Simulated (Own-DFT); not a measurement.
# Which defects push the lattice out? L1_0 TiAl

Source: density functional calculations with Own-DFT, an unreviewed in-house program that is no longer used. Nothing was measured or relaxed, and spin and spin-orbit coupling are left out.

Settings: PBE; PseudoDojo norm-conserving scalar-relativistic files; cutoff 42 hartree; 4 x 4 x 4 k mesh centred on Gamma; cold (Marzari-Vanderbilt) smearing of 0.2 eV.

Keep in mind: forces on such cells failed a check on a denser k mesh; stress not checked against mesh or cutoff.

All runs share one cell, with vectors in Å (5.622, 5.622, 0.000); (-5.622, 5.622, 0.000); (0.000, 0.000, 8.133) and a volume of 514.0 Å³. u is the rms random offset of the atoms per axis. The defect's site can differ from row to row.

```
            cell   formula   u (Å)  P (GPa)
       no defect  Al16Ti16  0.0228     1.23
       no defect  Al16Ti16  0.0482     1.76
       no defect  Al16Ti16  0.0485     1.61
two Al vacancies  Al14Ti16  0.0290    -0.56
two Al vacancies  Al14Ti16  0.0522    -0.21
two Al vacancies  Al14Ti16  0.0572    -0.02
  one Ti vacancy  Al16Ti15  0.0284     0.49
  one Ti vacancy  Al16Ti15  0.0308     0.47
  one Ti vacancy  Al16Ti15  0.0315     0.48
  one Ti vacancy  Al16Ti15  0.0318        ?
```

## Worked fit

P = P0 + c u² + a shift for each defect gives P0 = 1.14 GPa, c = 227 ± 27 GPa/Å² and a scatter of 0.06 GPa. The shifts, and each times the cell's volume:

- one Ti vacancy: -0.87 ± 0.06 GPa, -2.8 eV
- two Al vacancies: -1.92 ± 0.05 GPa, -6.2 eV (-3.1 eV for each of its 2 sites)

A positive shift means that the defect pushes the cell outwards. Shift times volume (160.2 GPa Å³ is 1 eV) depends little on the cell's size, so, taken for each site, it can be compared between cells at like pressure. The atoms around the defects weren't relaxed, which would change these numbers.

## Prediction

Asked: what pressure belongs in the blank (one Ti vacancy, u = 0.0318 Å)?

Estimate: 0.51 ± 0.07 GPa. The hidden result is 0.46 GPa.
